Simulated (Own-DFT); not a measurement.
# A layer strained by its substrate: wurtzite AlGaN with randomly placed atoms, 72 atoms (Al27Ga9N36)

The numbers are computed, not measured, by runs of the plane-wave DFT program Own-DFT (in-house, retired, unreviewed) at fixed positions, with no spin and no spin-orbit coupling.

All runs used: PBE; PseudoDojo norm-conserving scalar-relativistic files (stringent for Ga); cutoff 96 hartree; 4 x 4 x 3 k mesh centred on Gamma; Gaussian smearing of 0.01 eV.

Limits: forces on such cells passed a denser k mesh, each cell not checked; stress not checked against mesh or cutoff.

Unstrained cell vectors in Å: (9.394, 0.000, 0.000); (-4.697, 8.135, 0.000); (0.000, 0.000, 10.066). The unstrained cell has measured lattice constants (interpolated for alloys), not those of this functional. That, the random moves and any unrelaxed bonds set the pressure at no strain. Each run strains x and y alike by e, as a substrate would, and holds the height along z. All atoms carry random offsets, Gaussian with a width of 0.05 Å per axis. The random placing of the alloy's atoms differs from row to row. Stress is positive in tension.

```
e (%)  u (Å)  (s_xx + s_yy)/2 (GPa)  s_zz (GPa)
-2.75  0.049                 -25.15      -11.21
-2.00  0.052                 -20.05       -8.13
-1.25  0.055                 -13.86       -8.10
-0.75  0.052                 -10.78       -8.58
 0.50  0.049                  -4.46       -4.39
 2.00  0.051                      ?           ?
 2.25  0.051                   5.04       -2.77
 2.50  0.051                   6.20       -2.06
 2.75  0.054                   6.90       -2.29
 3.00  0.050                   8.88       -4.25
```

## Working it out

With e as a fraction, the in-plane stress is -6.7 + 588 e - 2900 e² GPa (errors 9 and 632, scatter 0.53), and s_zz is -6.4 + 139 e GPa (slope ± 19, scatter 1.21). At e = 0 the first slope is C11 + C12 and the second 2 C13, both with the ions held to the strained lattice and at the cell's own pressure. The term in e² is negative: the layer stiffens under compression and softens under tension. A free layer would change its height as e changes, and the in-plane slope would drop by 2 C13²/C33 to the biaxial modulus. At fixed height, a misfit of 1 % moves the in-plane stress by about 5.9 GPa and s_zz by 1.4 GPa.

## Check

Question: what are the two stresses at e = 2.00 %?

Estimate: 3.9 and -3.6 GPa. DFT gave 4.03 and -3.48 GPa.
